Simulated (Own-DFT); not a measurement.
Simulation results for Si23GeO48 (quartz with substituted atoms, atoms displaced)

A calculation, not a measurement: plane-wave PBE and HSE06 DFT by an unreviewed code, no spin, of a simulated cell at Gamma alone, so results move with cell size and shape, stress positive in tension, energies less offsets, not probed for a lower state with spin; oxygen file: force components 24 meV/angstrom off all-electron in a glass; k mesh not checked against a denser one; forces and stress are PBE's, HSE06 gives the energy alone, and its difference from PBE has offsets of its own; offsets are fitted by least squares, one for each functional and potential file, so energies compare only between cells with the same atoms and settings and are not formation energies; the far tail of each file's local potential was reset to the Coulomb form; each entry is a single point on an unrelaxed cell, so the pressure reflects the starting lattice, mostly measured values (interpolated for alloys), from which strain is counted, and rises with the displacements; printed positions are rounded, which can move forces by about a meV/angstrom; the program, named Own-DFT, is a retired in-house code; no spin-orbit coupling. Program: Own-DFT development build.

Settings shared by all entries: first functional PBE; second functional HSE06; exact exchange share 0.25; screening 0.11 1/bohr; exchange divergence Gygi-Baldereschi; potential files PseudoDojo norm-conserving, scalar-relativistic, made for PBE, standard set; wave cutoff 48 hartree; occupations fixed; k mesh 1 x 1 x 1 centred on Gamma.

(1) 
```cif
# cell vector a (Å): 9.8268 0.0000 0.0000
# cell vector b (Å): -4.9134 8.5103 0.0000
# cell vector c (Å): 0.0000 0.0000 10.8104
data_Si23GeO48
_symmetry_space_group_name_H-M 'P 1'
_symmetry_Int_Tables_number 1
_cell_length_a 9.8268
_cell_length_b 9.8268
_cell_length_c 10.8104
_cell_angle_alpha 90.000
_cell_angle_beta 90.000
_cell_angle_gamma 120.000
_cell_volume 904.06
loop_
_atom_site_label
_atom_site_type_symbol
_atom_site_fract_x
_atom_site_fract_y
_atom_site_fract_z
_atom_site_occupancy
Si1 Si 0.23951 0.00565 0.99869 1
Si2 Si 0.00492 0.24192 0.33164 1
Si3 Si 0.27135 0.25858 0.16924 1
O1 O 0.21616 0.13244 0.05920 1
O2 O 0.42086 0.28870 0.22723 1
O3 O 0.36755 0.08071 0.38543 1
O4 O 0.06979 0.37386 0.43343 1
O5 O 0.13668 0.20714 0.27729 1
O6 O 0.29445 0.43398 0.10188 1
Si4 Si 0.23714 0.01013 0.50154 1
Si5 Si 0.99813 0.23707 0.84045 1
Si6 Si 0.27211 0.27128 0.67154 1
O7 O 0.19197 0.12542 0.56786 1
O8 O 0.42513 0.29760 0.72930 1
O9 O 0.35639 0.06710 0.89491 1
O10 O 0.07744 0.37411 0.94028 1
O11 O 0.13383 0.21179 0.76963 1
O12 O 0.30076 0.42981 0.60837 1
Si7 Si 0.23943 0.50415 0.99444 1
Si8 Si 0.00057 0.72894 0.34017 1
Si9 Si 0.26461 0.76000 0.16991 1
O13 O 0.20799 0.62677 0.05687 1
O14 O 0.42896 0.79495 0.22908 1
O15 O 0.36535 0.57495 0.39624 1
O16 O 0.07298 0.87055 0.45476 1
O17 O 0.13553 0.71214 0.28282 1
O18 O 0.30794 0.92563 0.10319 1
Si10 Si 0.23533 0.50534 0.50875 1
Si11 Si 0.00247 0.73296 0.83570 1
Si12 Si 0.26931 0.76554 0.66417 1
O19 O 0.20895 0.62948 0.56255 1
O20 O 0.43129 0.79561 0.72014 1
O21 O 0.37110 0.57906 0.89384 1
O22 O 0.08678 0.87166 0.93372 1
O23 O 0.12752 0.71267 0.77170 1
O24 O 0.29546 0.92851 0.61494 1
Ge1 Ge 0.73935 0.00717 0.01075 1
Si13 Si 0.49599 0.24135 0.33543 1
Si14 Si 0.76567 0.27256 0.16414 1
O25 O 0.70785 0.13092 0.06711 1
O26 O 0.92540 0.29161 0.23528 1
O27 O 0.87500 0.07847 0.40096 1
O28 O 0.55738 0.35410 0.44411 1
O29 O 0.63233 0.20767 0.26737 1
O30 O 0.79148 0.43152 0.10310 1
Si15 Si 0.74117 0.99646 0.49722 1
Si16 Si 0.50271 0.22969 0.83716 1
Si17 Si 0.75814 0.25501 0.66757 1
O31 O 0.69784 0.12077 0.56440 1
O32 O 0.92467 0.29516 0.72204 1
O33 O 0.86256 0.06886 0.89241 1
O34 O 0.58087 0.36602 0.93974 1
O35 O 0.62795 0.20816 0.77625 1
O36 O 0.80030 0.43037 0.60671 1
Si18 Si 0.72892 0.49245 0.00665 1
Si19 Si 0.49695 0.73028 0.33265 1
Si20 Si 0.76517 0.76391 0.16837 1
O37 O 0.70270 0.63121 0.04894 1
O38 O 0.92246 0.79203 0.22590 1
O39 O 0.86378 0.57665 0.39688 1
O40 O 0.56872 0.85905 0.43071 1
O41 O 0.62945 0.70497 0.27994 1
O42 O 0.78384 0.91951 0.10599 1
Si21 Si 0.73161 0.48955 0.50113 1
Si22 Si 0.50560 0.74579 0.84030 1
Si23 Si 0.76705 0.77229 0.66533 1
O43 O 0.69925 0.62787 0.56060 1
O44 O 0.92797 0.79244 0.72774 1
O45 O 0.86044 0.57353 0.89569 1
O46 O 0.56891 0.85807 0.95458 1
O47 O 0.63383 0.70037 0.77708 1
O48 O 0.79456 0.92758 0.61735 1
_calc_PBE_energy_of_cell_above_offsets '-15.180'  # eV
_calc_HSE06_less_PBE_above_offsets '-0.308'  # eV
_calc_PBE_pressure 12.04  # GPa
_calc_PBE_stress_xx -13.67  # GPa
_calc_PBE_stress_yy -11.7  # GPa
_calc_PBE_stress_zz -10.75  # GPa
_calc_PBE_stress_yz -1.07  # GPa
_calc_PBE_stress_xz 0.49  # GPa
_calc_PBE_stress_xy 2.55  # GPa
```

Force:
```tsv
element	x (eV/Å)	y (eV/Å)	z (eV/Å)
Si	0.936	-5.555	2.776
Si	1.843	-1.906	2.447
Si	-7.278	2.396	-2.953
O	-2.471	2.366	1.695
O	4.014	2.075	0.78
O	-1.798	-3.449	2.374
O	1.141	2.158	2.508
O	0.846	-0.181	-0.935
O	2.509	-3.619	2.647
Si	2.035	-1.31	0.809
Si	0.669	-0.165	-3.374
Si	-2.663	-1.68	-1.881
O	0.23	1.973	0.473
O	4.298	-0.265	2.332
O	4.259	3.61	-4.479
O	-1.569	-1.629	-0.626
O	-1.888	-0.242	2.122
O	-0.507	0.728	-0.525
Si	1.332	-0.753	0.622
Si	-2.785	4.468	0.502
Si	0.085	0.366	-1.635
O	-2.726	3.364	2.752
O	-0.806	-0.107	-1.014
O	-0.683	-1.5	0.652
O	-0.624	-2.685	-2.78
O	2.437	-0.499	-1.628
O	-1.386	0.269	-0.268
Si	3.049	-4.948	-4.354
Si	-4.539	-0.085	0.613
Si	-2.082	0.169	2.151
O	-3.533	3.441	1.783
O	1.477	0.038	1.727
O	0.494	0.156	-1.556
O	-1.385	-0.251	1.287
O	5.861	-1.112	-2.876
O	-0.849	2.073	-2.343
Ge	0.237	-3.441	-7.248
Si	3.503	-1.952	-3.215
Si	1.589	-0.736	1.996
O	-6.51	7.96	3.526
O	-3.729	1.111	-4.199
O	1.203	0.578	-1.586
O	1.511	3.945	3.18
O	-2.02	0.63	1.468
O	4.23	-2.215	4.864
Si	-2.78	-1.827	1.594
Si	-5.836	0.786	0.768
Si	-0.072	1.815	-0.649
O	-0.13	-0.387	-0.652
O	1.414	-0.489	1.982
O	2.213	1.927	-2.803
O	-2.014	-2.727	-0.597
O	4.294	-1.088	-2.14
O	0.642	-2.381	0.962
Si	-1.425	5.021	-5.671
Si	-1.122	-1.492	-0.797
Si	-2.335	-2.494	-1.145
O	-1.267	2.283	3.094
O	3.109	-0.219	2.042
O	-0.23	-2.058	-0.156
O	1.804	4.971	4.483
O	3.64	-0.485	-2.532
O	5.997	-3.741	7.009
Si	-2.97	2.011	0.884
Si	1.319	-1.995	-3
Si	2.487	-6.223	2.895
O	0.575	-0.074	-0.275
O	-0.737	0.198	-0.415
O	0.812	-0.117	0.119
O	-1.935	-0.345	-0.514
O	-1.208	1.153	0.172
O	-2.198	4.387	-3.281
```

(2) 
```cif
# cell vector a (Å): 9.8268 0.0000 0.0000
# cell vector b (Å): -4.9134 8.5103 0.0000
# cell vector c (Å): 0.0000 0.0000 10.8104
data_Si23GeO48
_symmetry_space_group_name_H-M 'P 1'
_symmetry_Int_Tables_number 1
_cell_length_a 9.8268
_cell_length_b 9.8268
_cell_length_c 10.8104
_cell_angle_alpha 90.000
_cell_angle_beta 90.000
_cell_angle_gamma 120.000
_cell_volume 904.06
loop_
_atom_site_label
_atom_site_type_symbol
_atom_site_fract_x
_atom_site_fract_y
_atom_site_fract_z
_atom_site_occupancy
Si1 Si 0.22929 0.98843 0.99607 1
Si2 Si 0.00057 0.23858 0.33578 1
Ge1 Ge 0.27042 0.26426 0.16590 1
O1 O 0.20754 0.12730 0.05634 1
O2 O 0.42354 0.29120 0.22595 1
O3 O 0.37156 0.07404 0.39868 1
O4 O 0.08030 0.37193 0.43923 1
O5 O 0.13313 0.20540 0.27716 1
O6 O 0.28608 0.43657 0.10781 1
Si3 Si 0.23894 0.00492 0.50020 1
Si4 Si 0.99661 0.22976 0.83603 1
Si5 Si 0.26938 0.27025 0.67730 1
O7 O 0.20760 0.13369 0.55924 1
O8 O 0.42572 0.29302 0.73230 1
O9 O 0.36260 0.06002 0.89151 1
O10 O 0.07820 0.36316 0.94096 1
O11 O 0.13721 0.21203 0.77167 1
O12 O 0.30197 0.42520 0.60790 1
Si6 Si 0.23492 0.49713 0.99274 1
Si7 Si 0.99420 0.73465 0.32871 1
Si8 Si 0.27487 0.76712 0.16895 1
O13 O 0.21314 0.64096 0.05793 1
O14 O 0.41969 0.78396 0.22843 1
O15 O 0.37208 0.57694 0.39253 1
O16 O 0.07341 0.86489 0.43795 1
O17 O 0.13863 0.70605 0.27363 1
O18 O 0.27659 0.91400 0.11244 1
Si9 Si 0.24670 0.50935 0.50126 1
Si10 Si 0.98778 0.72590 0.84589 1
Si11 Si 0.26742 0.77181 0.66263 1
O19 O 0.20901 0.63086 0.56615 1
O20 O 0.43403 0.80047 0.72682 1
O21 O 0.36961 0.58455 0.89378 1
O22 O 0.07291 0.87112 0.93775 1
O23 O 0.12492 0.69771 0.77627 1
O24 O 0.29289 0.92078 0.60877 1
Si12 Si 0.73635 0.00394 0.99681 1
Si13 Si 0.49877 0.23973 0.33752 1
Si14 Si 0.77125 0.27005 0.16406 1
O25 O 0.71002 0.13716 0.05985 1
O26 O 0.92618 0.28795 0.22222 1
O27 O 0.85521 0.05888 0.39316 1
O28 O 0.56875 0.36386 0.44415 1
O29 O 0.63397 0.20090 0.27622 1
O30 O 0.79445 0.42627 0.09878 1
Si15 Si 0.73222 0.99800 0.49079 1
Si16 Si 0.49957 0.23239 0.82445 1
Si17 Si 0.76747 0.26880 0.67342 1
O31 O 0.71348 0.14090 0.55384 1
O32 O 0.93267 0.29871 0.72933 1
O33 O 0.86929 0.06682 0.90047 1
O34 O 0.58205 0.36978 0.93466 1
O35 O 0.63390 0.21026 0.77546 1
O36 O 0.79250 0.43097 0.60939 1
Si18 Si 0.73673 0.50159 0.99813 1
Si19 Si 0.50319 0.73222 0.32559 1
Si20 Si 0.76933 0.76595 0.17053 1
O37 O 0.70770 0.63859 0.05690 1
O38 O 0.92671 0.79817 0.23214 1
O39 O 0.85503 0.56331 0.39300 1
O40 O 0.58431 0.87153 0.44103 1
O41 O 0.63325 0.70728 0.27040 1
O42 O 0.78996 0.91452 0.10975 1
Si21 Si 0.73541 0.50278 0.49965 1
Si22 Si 0.50006 0.73518 0.83204 1
Si23 Si 0.76817 0.77525 0.66460 1
O43 O 0.71819 0.64293 0.55450 1
O44 O 0.92653 0.78977 0.72698 1
O45 O 0.86169 0.57352 0.89095 1
O46 O 0.56566 0.86584 0.93990 1
O47 O 0.63070 0.69367 0.77474 1
O48 O 0.78297 0.92262 0.60635 1
_calc_PBE_energy_of_cell_above_offsets '-16.813'  # eV
_calc_HSE06_less_PBE_above_offsets '-0.348'  # eV
_calc_PBE_pressure 11.57  # GPa
_calc_PBE_stress_xx -13.63  # GPa
_calc_PBE_stress_yy -10.58  # GPa
_calc_PBE_stress_zz -10.49  # GPa
_calc_PBE_stress_yz 2.44  # GPa
_calc_PBE_stress_xz -1.56  # GPa
_calc_PBE_stress_xy -2.02  # GPa
```

Force:
```tsv
element	x (eV/Å)	y (eV/Å)	z (eV/Å)
Si	2.29	2.558	2.461
Si	0.29	-2.17	0.082
Ge	-7.588	0.452	-3.62
O	-0.366	-1.541	-2.241
O	9.247	1.87	4.313
O	0.704	0.35	-1.213
O	-0.082	0.421	0.64
O	-1.827	-1.069	2.055
O	1.642	-0.39	1.215
Si	-0.973	-2.478	0.59
Si	0.926	0.651	-0.509
Si	0.209	-1.185	-5.435
O	-0.468	1.64	1.96
O	-0.409	1.258	-1.736
O	1.216	2.116	-1.492
O	-1.8	-1.871	-0.998
O	-2.673	-1.561	2.964
O	-0.834	1.801	-1.049
Si	-1.072	3.997	2.143
Si	4.569	-2.174	3.348
Si	-5.025	-2.695	-2.045
O	0.393	-1.545	-1.304
O	4.168	1.701	1.088
O	0.468	-0.317	-0.136
O	0.379	0.587	0.544
O	-2.218	-0.471	1.31
O	-0.504	2.71	-1.256
Si	-0.135	-2.524	0.629
Si	3.784	5.789	-6.713
Si	1.34	-5.47	5.954
O	-0.28	-0.034	-0.695
O	-1.371	0.113	-1.309
O	-0.206	-2.772	-0.027
O	-2.572	-2.321	-0.405
O	0.49	0.887	-0.531
O	-2.493	5.868	-3.161
Si	-1.555	-3.851	3.625
Si	2.228	-1.742	-1.569
Si	-2.164	-0.997	1.67
O	0.078	-0.824	-1.04
O	1.171	0.567	0.755
O	4.874	4.97	-5.199
O	-0.254	1.318	1.101
O	-0.709	1.215	-0.596
O	1.028	0.118	1.486
Si	0.062	3.606	7.452
Si	-0.488	-1.533	6.546
Si	0.55	-0.114	-4.033
O	-0.045	0.662	1.433
O	-0.303	-0.41	0.384
O	1.87	1.362	-2.584
O	-1.409	-1.852	-0.908
O	2.396	-1.126	-0.638
O	0.44	-0.744	0.889
Si	-2.284	0.354	0.603
Si	-1.008	1.776	3.867
Si	-0.532	-2.365	-1.52
O	0.88	-0.912	0.217
O	-0.433	0.904	-1.715
O	2.624	2.626	-3.724
O	-5.093	-7.11	-4.444
O	1.6	-1.195	0.162
O	-2.615	4.945	-3.031
Si	-1.149	-1.241	2.116
Si	1.688	1.424	-1.288
Si	1.84	-4.33	2.051
O	-1.081	0.633	0.359
O	-0.417	0.336	0.566
O	-0.962	-4.792	1.658
O	1.274	1.93	1.055
O	-0.377	0.941	-0.313
O	-0.948	3.273	-0.817
```

(3) 
```cif
# cell vector a (Å): 9.8268 0.0000 0.0000
# cell vector b (Å): -4.9134 8.5103 0.0000
# cell vector c (Å): 0.0000 0.0000 10.8104
data_Si23GeO48
_symmetry_space_group_name_H-M 'P 1'
_symmetry_Int_Tables_number 1
_cell_length_a 9.8268
_cell_length_b 9.8268
_cell_length_c 10.8104
_cell_angle_alpha 90.000
_cell_angle_beta 90.000
_cell_angle_gamma 120.000
_cell_volume 904.06
loop_
_atom_site_label
_atom_site_type_symbol
_atom_site_fract_x
_atom_site_fract_y
_atom_site_fract_z
_atom_site_occupancy
Si1 Si 0.22911 0.99757 0.00471 1
Si2 Si 0.00836 0.24275 0.33607 1
Si3 Si 0.27076 0.25891 0.16978 1
O1 O 0.20814 0.13031 0.06226 1
O2 O 0.43084 0.30100 0.22007 1
O3 O 0.36133 0.07170 0.39237 1
O4 O 0.07478 0.36996 0.44092 1
O5 O 0.13678 0.20151 0.27212 1
O6 O 0.29194 0.42987 0.10433 1
Si4 Si 0.23998 0.98812 0.48909 1
Si5 Si 0.99465 0.23309 0.83582 1
Si6 Si 0.27006 0.26581 0.66175 1
O7 O 0.20875 0.13600 0.56038 1
O8 O 0.42085 0.27963 0.72478 1
O9 O 0.36402 0.07078 0.88938 1
O10 O 0.07593 0.37289 0.93967 1
O11 O 0.13504 0.21220 0.77106 1
O12 O 0.28715 0.42013 0.61321 1
Si7 Si 0.23163 0.50820 0.00429 1
Si8 Si 0.99214 0.73868 0.32820 1
Si9 Si 0.26619 0.76003 0.17096 1
O13 O 0.21531 0.63893 0.06066 1
O14 O 0.42348 0.78926 0.21923 1
O15 O 0.36089 0.56759 0.39940 1
O16 O 0.07873 0.87811 0.44453 1
O17 O 0.13245 0.70217 0.26919 1
O18 O 0.29482 0.92551 0.10937 1
Si10 Si 0.23079 0.49222 0.49702 1
Si11 Si 0.99822 0.73700 0.84454 1
Si12 Si 0.26663 0.75859 0.66865 1
O19 O 0.20649 0.63384 0.55597 1
O20 O 0.42136 0.79106 0.73014 1
O21 O 0.37459 0.58222 0.88728 1
O22 O 0.05981 0.85923 0.93741 1
O23 O 0.13296 0.70909 0.76636 1
O24 O 0.29592 0.92575 0.59947 1
Si13 Si 0.73544 0.99867 0.99712 1
Si14 Si 0.48741 0.22675 0.33439 1
Si15 Si 0.77048 0.27335 0.17019 1
O25 O 0.71369 0.14251 0.06056 1
O26 O 0.92601 0.28742 0.22172 1
O27 O 0.86601 0.06939 0.40153 1
O28 O 0.57358 0.36545 0.43632 1
O29 O 0.63588 0.21044 0.27645 1
O30 O 0.80227 0.42915 0.10217 1
Si16 Si 0.72973 0.00396 0.50080 1
Si17 Si 0.50191 0.23401 0.84042 1
Si18 Si 0.76146 0.25118 0.66315 1
O31 O 0.69677 0.13136 0.55509 1
O32 O 0.92146 0.29299 0.72027 1
O33 O 0.87740 0.07901 0.89743 1
O34 O 0.57499 0.37601 0.94249 1
O35 O 0.64029 0.20850 0.77293 1
O36 O 0.79686 0.42917 0.61389 1
Si19 Si 0.73602 0.49891 0.00093 1
Si20 Si 0.50227 0.73435 0.34239 1
Ge1 Ge 0.76441 0.76365 0.16522 1
O37 O 0.70008 0.63356 0.06402 1
O38 O 0.92819 0.79734 0.23017 1
O39 O 0.87137 0.57242 0.38459 1
O40 O 0.57450 0.86380 0.43615 1
O41 O 0.63119 0.70512 0.27452 1
O42 O 0.79845 0.92603 0.10100 1
Si21 Si 0.73371 0.49994 0.50522 1
Si22 Si 0.51525 0.74538 0.83598 1
Si23 Si 0.76428 0.77042 0.66441 1
O43 O 0.70782 0.63960 0.55850 1
O44 O 0.93402 0.79479 0.73128 1
O45 O 0.86600 0.56862 0.89471 1
O46 O 0.57534 0.86206 0.93803 1
O47 O 0.63571 0.71060 0.77328 1
O48 O 0.78910 0.92842 0.60714 1
_calc_PBE_energy_of_cell_above_offsets '-14.722'  # eV
_calc_HSE06_less_PBE_above_offsets '-0.258'  # eV
_calc_PBE_pressure 11.84  # GPa
_calc_PBE_stress_xx -9.68  # GPa
_calc_PBE_stress_yy -13.67  # GPa
_calc_PBE_stress_zz -12.17  # GPa
_calc_PBE_stress_yz -3.45  # GPa
_calc_PBE_stress_xz -1.3  # GPa
_calc_PBE_stress_xy -2.98  # GPa
```

Force:
```tsv
element	x (eV/Å)	y (eV/Å)	z (eV/Å)
Si	2.214	-2.011	-2.575
Si	-0.74	-3.837	-1.702
Si	-5.197	2.913	-3.277
O	-1.296	0.702	0.172
O	4.202	-0.056	2.54
O	2.698	0.797	-4.044
O	-2.303	-1.989	-0.93
O	-1.566	-0.011	1.637
O	1.313	-2.176	1.755
Si	-2.655	3.343	8.167
Si	2.871	4.518	-3.19
Si	-0.88	-2.683	2.685
O	1.443	-2.823	-3.063
O	2.54	0.86	1.58
O	-1.036	-1.596	2.186
O	-1.094	-0.665	-0.53
O	-0.947	-0.346	0.815
O	-1.697	4.006	-2.789
Si	4.895	-2.768	-4.465
Si	6.028	-0.621	4.782
Si	-2.42	1.56	-1.804
O	-2.986	2.103	0.393
O	5.126	0.177	3.839
O	2.728	2.134	-3.072
O	-4.374	-5.935	-4.497
O	-2.914	-0.071	2.206
O	-0.675	0.24	-0.446
Si	0.549	2.563	6.133
Si	1.802	-5.981	-8.636
Si	-2.23	1.33	-2.373
O	0.585	-1.052	-0.522
O	3.431	1.132	1.004
O	-1.471	-1.559	2.297
O	1.592	7.609	7.739
O	-2.357	-0.526	2.884
O	1.955	-1.44	1.523
Si	-0.454	2.185	1.718
Si	3.132	4.011	-1.889
Si	-1.066	-1.949	-0.569
O	0.41	-1.896	-1.194
O	2.566	0.475	2.035
O	1.399	2.667	-2.175
O	-0.258	0.367	0.705
O	-1.023	-0.226	0.254
O	-0.171	0.965	0.697
Si	1.825	-1.9	-0.355
Si	0.032	0.831	-2.791
Si	-2.627	4.189	0.777
O	-1.316	-0.457	-1.072
O	3.499	-0.492	2.022
O	-1.58	-3.429	1.181
O	-1.074	-2.176	-0.942
O	-2.023	-0.785	2.035
O	-0.609	-0.488	-1.163
Si	-0.529	1.899	0.704
Si	-1.677	-3.631	-5.324
Ge	-0.912	2.04	2.944
O	1.424	-7.226	-6.748
O	1.095	2.835	-1.838
O	-1.873	-1.484	2.387
O	-0.493	3.206	3.317
O	-2.564	-1.416	3.538
O	-1.582	4.715	-1.91
Si	1.548	-0.298	-1.412
Si	-4.492	-5.119	-3.893
Si	3.498	-0.282	2.196
O	0.117	-0.836	-0.893
O	-3.388	0.02	-1.939
O	0.215	0.019	-0.058
O	0.213	4.95	4.367
O	2.333	-0.309	-1.004
O	-0.733	1.187	-0.132
```
